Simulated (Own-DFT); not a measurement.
# Oxygen vacancies under two functionals: monoclinic HfO2, Hf32O62

All values are computed. Each geometry was run twice at fixed positions with Own-DFT, a retired in-house plane-wave program that no person has reviewed: with PBE, and with HSE06 (exact exchange share 0.25 at short range, screening 0.11 per bohr, Gygi-Baldereschi treatment of its divergence). Both used PseudoDojo norm-conserving files made for PBE, a cutoff of 48 hartree, the Gamma point alone, fixed occupations, a neutral cell and no spin. With Gamma alone and a thickness of 10.1 Å, finite-size errors remain in every number. The hafnium file keeps the 4f electrons in the core, and its forces lie about 75 meV/Å off all-electron values. The oxygen file's force components were 24 meV/Å off all-electron values in a glass.

Cell vectors in Å: (10.234, 0.000, 0.000); (0.000, 10.350, 0.000); (-1.696, 0.000, 10.445). Atoms were moved at random from their ideal sites, and each line below averages several runs of one case and one width of the moves; u² is the mean square move along one axis. E is the PBE energy of the cell and D the HSE06 energy less the PBE one, each over its lowest single run, with the standard error of the mean. Within a case the pair of sites differs from run to run.

- A: two O taken from sites with four and four neighbours, under 3.2 Å apart
- B: two O taken from sites with three and four neighbours, under 3.2 Å apart
- C: two O taken from sites with three and three neighbours, under 3.2 Å apart

```
case,runs,u² (Å²),E (eV),error of E,D (eV),error of D
A,14,0.000866,0.515,0.062,0.140,0.011
A,14,0.002582,4.468,0.220,0.347,0.020
A,14,0.006615,13.951,0.485,0.859,0.040
B,14,0.000884,0.617,0.059,0.111,0.008
B,14,0.002510,4.722,0.165,0.269,0.018
B,14,0.006300,13.247,0.606,0.746,0.034
C,14,0.000893,0.897,0.063,0.083,0.010
C,14,0.002501,4.747,0.209,0.280,0.015
```

The question: how do the cases differ under PBE, and what does HSE06 change?

## Answer

Fit E and D each to a + b u², with one a for each case and lines weighted by their errors. Against A, in eV:

```
case,PBE,change by HSE06,HSE06
B,0.10 ± 0.08,-0.039 ± 0.012,0.06 ± 0.08
C,0.33 ± 0.08,-0.061 ± 0.012,0.27 ± 0.09
```

Under PBE, C lies above A by more than three errors. D is known much better than E, because both runs of a geometry share the same random moves. HSE06 moves B down and C down against A. The slope b is 2378 ± 50 eV/Å² for E and 119 ± 4 for D, so at this fixed cell HSE06 makes random moves about 5 % costlier. The vacancies are unrelaxed, and relaxation differs between sites.
